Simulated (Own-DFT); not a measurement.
# PBE and PBEsol under strain: D0_22 TiAl3, 40 atoms (Al30Ti10)

Source: density functional calculations with Own-DFT, an unreviewed in-house program that is no longer used. Nothing was measured or relaxed, and spin and spin-orbit coupling are left out.

Known weak points: forces on such cells failed a check on a denser k mesh; stress not checked against mesh or cutoff.

Each geometry was run with PBE and with PBEsol, otherwise alike: PseudoDojo norm-conserving scalar-relativistic files made for PBE; cutoff 42 hartree; 4 x 4 x 4 k mesh centred on Gamma; cold (Marzari-Vanderbilt) smearing of 0.2 eV. Unstrained cell vectors in Å: (-2.365, -6.981, 4.326); (-7.667, 3.491, 1.442); (-2.950, -3.488, -7.241). Each has a uniform strain, of which the change of volume is shown, and random moves of rms u per axis.

```
run  volume change (%)   u (Å)  P with PBE (GPa)  P with PBEsol (GPa)
  1              -2.76  0.0495              6.46                 4.48
  2              -1.74  0.0449              4.72                 2.77
  3              -2.84  0.0481              6.27                 4.29
  4              -2.50  0.0480              6.04                 4.08
  5               0.18  0.0472              2.59                 0.68
  6               2.76  0.0485             -0.15                -2.00
  7              -0.37  0.0427              3.04                 1.12
  8               2.99  0.0487             -0.30                -2.14
  9               0.32  0.0534              2.42                 0.53
 10              -0.76  0.0513              3.73                    ?
```

The question: by how much does PBEsol shrink this cell, and what belongs in the blank?

## Worked answer

Write v for the change of volume as a fraction. Fitted to v and u², the PBE pressure has a slope of -117 ± 4 GPa in v, with the ions held to the strained lattice. The difference PBEsol less PBE is -1.91 + 2.3 v GPa (slope ± 0.1) and averages -1.92 GPa. Divided by the mean slope of the two, 115 GPa, that makes PBEsol's volume at a given pressure, near 2 GPa, about 1.7 % smaller, or 0.55 % in lengths. At one volume PBEsol's slope is the smaller by 2 GPa, but its pressure there is lower too. If stiffness rises by about 4 GPa for each GPa, PBEsol at equal pressure is stiffer by about 5 GPa. Files made for PBEsol would give a different shift.

For run 10 the line gives 1.81 GPa. The hidden result is 1.81 GPa.
